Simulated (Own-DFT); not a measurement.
# Strain and stress in wurtzite AlGaN with randomly placed atoms, 72 atoms (Al27Ga9N36)

These are calculations, not measurements. They come from Own-DFT, an in-house plane-wave density functional program, since retired, whose code no person has reviewed. Each row is one single-point run on a periodic cell that was not relaxed, without spin or spin-orbit coupling.

Settings of every run: PBE; PseudoDojo norm-conserving scalar-relativistic files (stringent for Ga); cutoff 96 hartree; 4 x 4 x 3 k mesh centred on Gamma; Gaussian smearing of 0.01 eV.

Known limits: forces on such cells passed a denser k mesh, each cell not checked; stress not checked against mesh or cutoff.

Unstrained cell vectors in Å: (9.394, 0.000, 0.000); (-4.697, 8.135, 0.000); (0.000, 0.000, 10.066). The unstrained cell has measured lattice constants (interpolated for alloys), not those of this functional. That, the random moves and any unrelaxed bonds set the pressure at no strain. Each run strains this cell uniformly, with the atoms carried along. Every atom was also moved at random, by a Gaussian of width 0.05 Å on each axis. The random placing of the alloy's atoms differs from row to row. Strain is the symmetric tensor, in per cent. Stress is positive in tension, and the pressure is minus a third of its trace.

| run | e_xx (%) | e_yy (%) | e_zz (%) | s_xx (GPa) | s_yy (GPa) | s_zz (GPa) | P (GPa) | E (meV/atom) |
|---|---|---|---|---|---|---|---|---|
| 1 | 0.00 | 0.00 | 3.00 | -3.78 | -5.01 | 6.39 | 0.80 | 10.0 |
| 2 | 0.00 | 0.00 | 0.50 | -5.58 | -5.73 | -4.25 | 5.19 | 8.2 |
| 3 | 0.00 | 0.00 | 2.00 | -5.94 | -5.43 | 2.60 | 2.92 | 19.1 |
| 4 | 0.00 | 0.00 | -1.75 | -7.53 | -8.27 | -12.85 | 9.55 | 7.1 |
| 5 | 0.00 | 0.00 | -0.75 | -6.99 | -5.49 | -10.68 | 7.72 | 0.0 |
| 6 | 0.00 | 0.00 | -0.50 | -7.73 | -6.48 | -7.99 | 7.40 | 13.4 |
| 7 | 0.00 | 0.00 | 2.75 | -2.82 | -5.27 | 5.33 | 0.92 | 2.1 |
| 8 | 0.00 | 0.00 | 0.75 | -5.56 | -5.40 | -2.73 | 4.56 | 5.7 |
| 9 | 0.00 | 0.00 | 1.75 | ? | ? | ? | ? | ? |

E is the free energy for each atom above the lowest run shown.

## Worked fit

The change of volume is close to e_xx + e_yy + e_zz. A straight line through the runs shown gives P = 6.28 - 187 x (fractional change of volume) GPa, with an error of 5 on the slope and a scatter of 0.25 GPa. The strain isn't the same on all axes and the cell isn't cubic, so the slope belongs to this path and is not the bulk modulus.

## Withheld run

Question: what pressure should run 9 give? Its volume changes by 1.75 %.

The line gives 3.0 GPa. The calculation gave 2.54 GPa.
